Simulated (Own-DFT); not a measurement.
# Response to strain: wurtzite AlN, 72 atoms (Al36N36)

Calculated results; nothing here was measured. The program, named Own-DFT, is a retired in-house plane-wave density functional code that no person has reviewed. Each row is one single-point run on a periodic cell that was not relaxed, without spin or spin-orbit coupling.

Settings of every run: PBE; PseudoDojo norm-conserving scalar-relativistic files; cutoff 42 hartree; 3 x 3 x 2 k mesh centred on Gamma; Fermi-Dirac smearing of 0.1 eV.

Known limits: forces on such cells moved up to 12 meV/angstrom on a denser k mesh; stress not checked against mesh or cutoff.

Unstrained cell vectors in Å: (9.336, 0.000, 0.000); (-4.668, 8.085, 0.000); (0.000, 0.000, 9.964). The unstrained cell has measured lattice constants (interpolated for alloys), not those of this functional. That, the random moves and any unrelaxed bonds set the pressure at no strain. Each run strains this cell uniformly, with the atoms carried along. Every atom was also moved at random, by a Gaussian of width 0.05 Å on each axis. Strain is the symmetric tensor, in per cent. Stress is positive in tension, and the pressure is minus a third of its trace.

| run | e_xx (%) | e_yy (%) | e_zz (%) | s_xx (GPa) | s_yy (GPa) | s_zz (GPa) | P (GPa) | E (meV/atom) |
|---|---|---|---|---|---|---|---|---|
| 1 | -2.50 | -2.50 | 0.00 | -23.26 | -22.69 | -9.17 | 18.37 | 50.9 |
| 2 | 3.00 | 3.00 | 0.00 | 9.05 | 9.45 | -1.92 | -5.53 | 8.7 |
| 3 | 0.75 | 0.75 | 0.00 | -2.09 | 0.13 | -4.93 | 2.30 | 0.0 |
| 4 | -1.50 | -1.50 | 0.00 | -17.96 | -15.29 | -6.39 | 13.21 | 36.6 |
| 5 | -2.25 | -2.25 | 0.00 | -21.26 | -24.58 | -6.51 | 17.45 | 62.5 |
| 6 | -1.75 | -1.75 | 0.00 | -15.28 | -17.76 | -7.53 | 13.52 | 14.2 |
| 7 | 2.75 | 2.75 | 0.00 | 7.84 | 8.57 | -1.31 | -5.03 | 4.6 |
| 8 | -1.00 | -1.00 | 0.00 | -13.40 | -9.49 | -6.68 | 9.86 | 5.4 |
| 9 | 2.00 | 2.00 | 0.00 | ? | ? | ? | ? | ? |

E is the free energy for each atom above the lowest run shown.

## Worked fit

The change of volume is close to e_xx + e_yy + e_zz. A straight line through the runs shown gives P = 6.76 - 216 x (fractional change of volume) GPa, with an error of 9 on the slope and a scatter of 1.03 GPa. The strain isn't the same on all axes and the cell isn't cubic, so the slope belongs to this path and is not the bulk modulus.

## Withheld run

Question: what pressure should run 9 give? Its volume changes by 4.04 %.

The line gives -2.0 GPa. The calculation gave -2.47 GPa.
